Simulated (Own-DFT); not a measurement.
# What a defect does to the pressure of its cell: D0_22 TiAl3

No measurement is shown. These are fixed-geometry runs of a retired plane-wave code named Own-DFT, which no person has reviewed; spin and spin-orbit coupling are neglected.

All runs used: PBE; PseudoDojo norm-conserving scalar-relativistic files; cutoff 42 hartree; 4 x 4 x 4 k mesh centred on Gamma; cold (Marzari-Vanderbilt) smearing of 0.2 eV.

Limits: forces on such cells failed a check on a denser k mesh; stress not checked against mesh or cutoff.

All runs share one cell, with vectors in Å (-2.365, -6.981, 4.326); (-7.667, 3.491, 1.442); (-2.950, -3.488, -7.241) and a volume of 625.4 Å³. The atoms are randomly displaced, by u rms on each axis. The defect's site can differ from row to row.

```
cell,formula,u (Å),P (GPa)
no defect,Al30Ti10,0.0192,1.99
no defect,Al30Ti10,0.0201,1.97
no defect,Al30Ti10,0.0537,2.69
two Al on a Ti site each,Al32Ti8,0.0286,2.88
two Al on a Ti site each,Al32Ti8,0.0458,3.32
two Al on a Ti site each,Al32Ti8,0.0485,3.39
two Al vacancies,Al28Ti10,0.0290,1.28
two Al vacancies,Al28Ti10,0.0321,1.13
two Al vacancies,Al28Ti10,0.0482,?
two Al vacancies,Al28Ti10,0.0526,1.61
two Ti on an Al site each,Al28Ti12,0.0308,3.08
two Ti on an Al site each,Al28Ti12,0.0321,3.37
two Ti on an Al site each,Al28Ti12,0.0493,3.87
```

## Worked fit

P = P0 + c u² + a shift for each defect gives P0 = 1.85 GPa, c = 300 ± 40 GPa/Å² and a scatter of 0.12 GPa. The shifts, and each times the cell's volume:

- two Ti on an Al site each: 1.15 ± 0.10 GPa, 4.5 eV (2.2 eV for each of its 2 sites)
- two Al on a Ti site each: 0.82 ± 0.10 GPa, 3.2 eV (1.6 eV for each of its 2 sites)
- two Al vacancies: -0.97 ± 0.10 GPa, -3.8 eV (-1.9 eV for each of its 2 sites)

Against the defect-free cell, a freed cell would be larger where the shift is positive and smaller where it is negative (160.2 GPa Å³ is 1 eV). The atoms around the defects weren't relaxed, which would change these numbers.

## Test on the hidden row

Question: what pressure belongs in the blank (two Al vacancies, u = 0.0482 Å)?

From the fit: 1.57 ± 0.14 GPa. The calculation gave 1.69 GPa.
